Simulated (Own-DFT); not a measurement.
# How strain changes the stress of diamond silicon, 64 atoms (Si64)

No measurement is shown. These are fixed-geometry runs of a retired plane-wave code named Own-DFT, which no person has reviewed; spin and spin-orbit coupling are neglected.

All runs used: PBE; PseudoDojo norm-conserving scalar-relativistic files; cutoff 20 hartree; 3 x 3 x 3 k mesh centred on Gamma; Fermi-Dirac smearing of 0.1 eV.

Limits: k mesh not checked against a denser one; stress not checked against mesh or cutoff.

Unstrained cell vectors in Å: (10.862, 0.000, 0.000); (0.000, 10.862, 0.000); (0.000, 0.000, 10.862). The unstrained cell has measured lattice constants (interpolated for alloys), not those of this functional. That, the random moves and any unrelaxed bonds set the pressure at no strain. Each run strains this cell uniformly, with the atoms carried along. Random moves of width 0.05 Å per axis were added to every atom. Strains are tensor components in per cent; tension counts as positive stress, and P is minus the mean normal stress.

| run | e_xx (%) | e_yy (%) | e_zz (%) | e_yz (%) | e_xz (%) | e_xy (%) | s_xx (GPa) | s_yy (GPa) | s_zz (GPa) | s_yz (GPa) | s_xz (GPa) | s_xy (GPa) | P (GPa) | E (meV/atom) |
|---|---|---|---|---|---|---|---|---|---|---|---|---|---|---|
| 1 | 1.07 | 0.24 | 1.14 | 0.34 | 0.28 | 0.09 | -0.04 | -0.64 | 0.22 | 1.13 | 0.35 | 0.36 | 0.15 | 0.0 |
| 2 | -0.71 | 0.34 | -0.97 | -0.36 | -1.89 | -0.26 | -4.16 | -3.21 | -4.45 | -0.93 | -3.81 | -0.47 | 3.94 | 18.9 |
| 3 | -0.93 | -1.95 | 0.11 | 0.58 | 0.53 | 0.39 | -5.69 | -6.51 | -4.61 | 1.65 | 0.53 | 0.03 | 5.60 | 41.5 |
| 4 | 0.72 | 0.14 | 0.42 | 1.67 | -1.68 | 0.46 | -1.25 | -1.89 | -1.55 | 3.64 | -2.65 | 0.82 | 1.56 | 23.6 |
| 5 | -1.17 | -1.08 | -0.59 | -0.29 | -1.17 | 1.89 | -6.16 | -6.14 | -5.62 | 0.18 | -2.23 | 5.66 | 5.97 | 51.4 |
| 6 | 1.19 | 1.37 | 1.68 | -1.25 | 1.86 | 0.66 | 1.05 | 1.26 | 1.53 | -2.41 | 3.06 | 0.78 | -1.28 | 6.9 |
| 7 | 1.16 | -1.71 | -1.09 | -1.44 | 1.60 | -1.93 | -3.15 | -5.64 | -5.14 | -3.44 | 1.57 | -5.30 | 4.64 | 51.0 |
| 8 | -0.93 | -1.52 | 1.90 | 1.80 | 0.42 | 0.62 | -3.94 | -4.56 | -1.22 | 3.97 | -0.14 | 1.81 | 3.24 | 27.5 |
| 9 | -0.51 | 1.21 | -1.01 | -0.74 | -0.13 | -0.08 | -3.09 | -1.50 | -3.67 | -0.67 | -1.13 | -0.56 | 2.75 | 8.9 |
| 10 | -0.34 | 0.03 | -1.01 | 0.66 | -1.73 | -0.19 | -3.89 | -3.67 | -4.62 | 2.01 | -4.19 | -0.58 | 4.06 | 28.9 |
| 11 | -1.04 | -1.52 | -0.15 | 1.45 | 0.93 | -0.24 | -5.56 | -5.82 | -4.64 | 2.84 | 1.89 | -0.32 | 5.34 | 27.0 |
| 12 | -0.37 | -0.98 | 1.76 | -1.71 | -0.03 | 0.03 | -2.83 | -3.23 | -0.76 | -3.79 | -1.11 | 0.11 | 2.27 | 18.9 |
| 13 | -1.64 | -0.10 | 0.94 | -0.07 | -0.74 | -0.43 | -4.46 | -3.32 | -2.37 | 0.20 | -1.17 | -0.69 | 3.39 | 22.8 |
| 14 | 0.16 | -1.78 | 1.69 | -0.39 | 0.72 | -1.63 | -2.51 | -4.03 | -0.95 | -1.00 | 0.94 | -2.94 | 2.50 | 22.6 |
| 15 | -0.55 | -1.13 | 0.23 | 1.57 | 0.80 | -0.06 | -4.15 | -4.89 | -3.45 | 3.64 | 1.81 | 0.34 | 4.16 | 32.5 |
| 16 | -0.59 | -1.15 | 1.48 | -0.76 | -1.01 | 1.14 | ? | ? | ? | ? | ? | ? | ? | ? |

E is the free energy for each atom above the lowest run shown.

## Worked fit

Least squares on the runs shown: each stress against a constant and the strains, taken as fractions with shears doubled. Shear strains stay in the fit of a normal stress only where such slopes are resolved. The slopes, in GPa:

| stress | at no strain | per e_xx | per e_yy | per e_zz | scatter |
|---|---|---|---|---|---|
| s_xx | -2.7 | 143 ± 3 | 86 ± 2 | 74 ± 2 | 0.08 |
| s_yy | -2.7 | 58 ± 6 | 171 ± 5 | 75 ± 4 | 0.17 |
| s_zz | -2.7 | 59 ± 5 | 76 ± 4 | 168 ± 4 | 0.16 |

Also, s_xx gains 3 ± 1 per 2 e_yz; s_xx gains -9 ± 1 per 2 e_xy; s_yy gains -9 ± 3 per 2 e_xy; s_zz gains -6 ± 3 per 2 e_xy.

The slope of each shear stress on twice its own strain, from a fit on all six strains: yz 107 ± 5, xz 92 ± 9, xy 119 ± 11 GPa. These are stiffnesses along x, y and z of the frame in which the cell vectors are given, which need not be the crystal's axes. No internal relaxation is included, and where it is allowed it would reduce some of the slopes. Slopes across the diagonal should nearly agree, so their difference gauges the noise. A ninth of the table's sum, 101 ± 3 GPa, estimates the bulk modulus near the mean pressure of these runs, 3.2 GPa, so it lies above the value at zero pressure.

## Check

Asked: what normal stresses and pressure should run 16 give?

The fit gives s_xx = -3.7, s_yy = -4.1, s_zz = -1.6 and P = 3.2 GPa. The run itself gave -3.28, -3.79, -1.40 and P = 2.82 GPa. This run lies off the fit, by chance or by something that the fit leaves out.
